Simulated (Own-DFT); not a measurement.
# Response to strain: wurtzite GaN, 96 atoms (Ga48N48)

These are calculations, not measurements. They come from Own-DFT, an in-house plane-wave density functional program, since retired, whose code no person has reviewed. Each row is one single-point run on a periodic cell that was not relaxed, without spin or spin-orbit coupling.

Settings of every run: PBE; PseudoDojo norm-conserving scalar-relativistic files; cutoff 42 hartree; 3 x 4 x 3 k mesh centred on Gamma; Fermi-Dirac smearing of 0.1 eV.

Known limits: forces on such cells passed a denser k mesh, each cell not checked; stress not checked against mesh or cutoff.

Unstrained cell vectors in Å: (12.756, 0.000, 0.000); (-4.783, 8.285, 0.000); (0.000, 0.000, 10.370). The unstrained cell has measured lattice constants (interpolated for alloys), not those of this functional. That, the random moves and any unrelaxed bonds set the pressure at no strain. Each run strains this cell uniformly, with the atoms carried along. Every atom was also moved at random, by a Gaussian of width 0.05 Å on each axis. Strain is the symmetric tensor, in per cent. Stress is positive in tension, and the pressure is minus a third of its trace.

| run | e_xx (%) | e_yy (%) | e_zz (%) | e_yz (%) | e_xz (%) | e_xy (%) | s_xx (GPa) | s_yy (GPa) | s_zz (GPa) | s_yz (GPa) | s_xz (GPa) | s_xy (GPa) | P (GPa) | E (meV/atom) |
|---|---|---|---|---|---|---|---|---|---|---|---|---|---|---|
| 1 | 0.10 | 0.61 | -1.05 | 1.79 | 1.65 | 0.14 | -8.64 | -5.37 | -11.18 | 4.20 | 3.82 | 0.72 | 8.40 | 29.1 |
| 2 | 1.22 | 0.77 | 1.84 | -1.87 | -0.96 | -1.17 | -0.58 | -1.72 | 0.81 | -3.15 | -1.91 | -2.91 | 0.50 | 8.4 |
| 3 | 1.20 | 0.94 | 0.27 | -1.25 | -1.40 | -1.57 | -3.10 | -1.65 | -5.75 | -2.90 | -3.34 | -5.33 | 3.50 | 19.7 |
| 4 | -1.91 | 1.90 | 1.67 | 0.64 | 0.18 | 0.39 | -11.38 | -0.44 | -0.74 | 1.20 | 0.16 | 1.28 | 4.18 | 10.9 |
| 5 | -1.71 | -1.07 | 1.48 | -1.39 | -0.52 | 1.78 | -19.07 | -13.14 | -3.13 | -2.58 | -2.12 | 8.09 | 11.78 | 60.3 |
| 6 | 0.52 | -1.43 | 1.61 | 2.00 | -0.34 | -1.06 | -5.45 | -11.94 | -2.12 | 4.30 | -1.45 | -3.13 | 6.50 | 23.3 |
| 7 | 0.45 | 0.74 | -0.01 | -0.16 | -0.28 | -0.20 | -5.56 | -4.23 | -6.15 | -0.25 | -0.55 | -0.18 | 5.31 | 10.6 |
| 8 | 0.28 | -0.42 | 1.44 | -0.65 | -0.88 | 0.70 | -4.37 | -9.14 | -1.88 | -1.66 | -1.33 | 2.16 | 5.13 | 15.6 |
| 9 | 0.67 | 1.70 | -0.19 | -0.87 | -1.82 | -1.51 | -2.51 | 0.06 | -8.13 | -1.31 | -3.44 | -3.90 | 3.53 | 14.3 |
| 10 | 0.89 | 0.41 | -1.20 | -1.24 | -1.56 | -0.24 | -3.33 | -4.93 | -15.08 | -2.87 | -3.04 | -0.38 | 7.78 | 26.4 |
| 11 | 1.09 | 1.99 | -0.06 | 0.35 | 0.76 | 0.88 | -0.37 | 1.91 | -6.58 | 0.57 | 1.23 | 2.05 | 1.68 | 0.0 |
| 12 | 1.95 | -1.18 | 0.95 | 0.96 | -0.05 | 1.08 | 0.27 | -9.80 | -4.18 | 1.75 | -0.14 | 2.97 | 4.57 | 16.9 |
| 13 | -1.06 | 1.63 | -0.77 | 1.69 | 1.97 | 1.02 | -10.14 | -2.54 | -11.56 | 2.93 | 4.38 | 3.59 | 8.08 | 22.5 |
| 14 | -0.62 | -1.92 | -1.64 | -0.24 | 1.42 | -1.59 | -12.10 | -18.82 | -19.89 | 0.10 | 2.73 | -4.93 | 16.94 | 58.7 |
| 15 | -0.10 | -0.65 | -0.57 | -1.63 | -1.65 | 1.49 | -9.76 | -9.99 | -11.82 | -3.88 | -3.86 | 4.47 | 10.52 | 42.9 |
| 16 | 0.15 | 0.58 | -1.13 | 1.94 | -0.82 | 1.93 | -8.29 | -4.87 | -14.09 | 4.83 | -2.08 | 6.00 | 9.08 | 41.7 |
| 17 | 0.29 | -0.35 | -0.63 | -1.03 | -0.60 | -0.72 | -8.15 | -8.84 | -9.77 | -1.56 | -1.34 | -1.44 | 8.92 | 18.7 |
| 18 | 1.26 | 1.74 | -1.77 | 1.02 | -0.71 | 0.22 | ? | ? | ? | ? | ? | ? | ? | ? |

E is the free energy for each atom above the lowest run shown.

## Worked fit

Each stress component was fitted by least squares to a constant and the strains of the runs shown, as fractions, with shears doubled. Shear strains stay in the fit of a normal stress only where such slopes are resolved. The slopes, in GPa:

| stress | at no strain | per e_xx | per e_yy | per e_zz | scatter |
|---|---|---|---|---|---|
| s_xx | -7.9 | 444 ± 37 | 123 ± 31 | 62 ± 33 | 1.52 |
| s_yy | -7.6 | 120 ± 14 | 436 ± 12 | 60 ± 13 | 0.60 |
| s_zz | -8.6 | 56 ± 27 | 90 ± 23 | 475 ± 24 | 1.13 |

Each shear stress against twice its own strain: yz 107 ± 7, xz 109 ± 7, xy 155 ± 8 GPa. These are stiffnesses along x, y and z of the frame in which the cell vectors are given, which need not be the crystal's axes. The atoms are held to the strained lattice; where symmetry lets them move under strain, relaxing them would lower some slopes. The table should be nearly symmetric about its diagonal, and what it lacks of that shows the noise. A ninth of its sum, 207 ± 5 GPa, estimates the bulk modulus near the mean pressure of these runs, 6.8 GPa, so it lies above the value at zero pressure.

## Withheld run

Question: what normal stresses and pressure should run 18 give?

The fit gives s_xx = -1.2, s_yy = 0.4, s_zz = -14.7 and P = 5.2 GPa. The calculation gave -2.59, -0.85, -14.67 and P = 6.03 GPa.
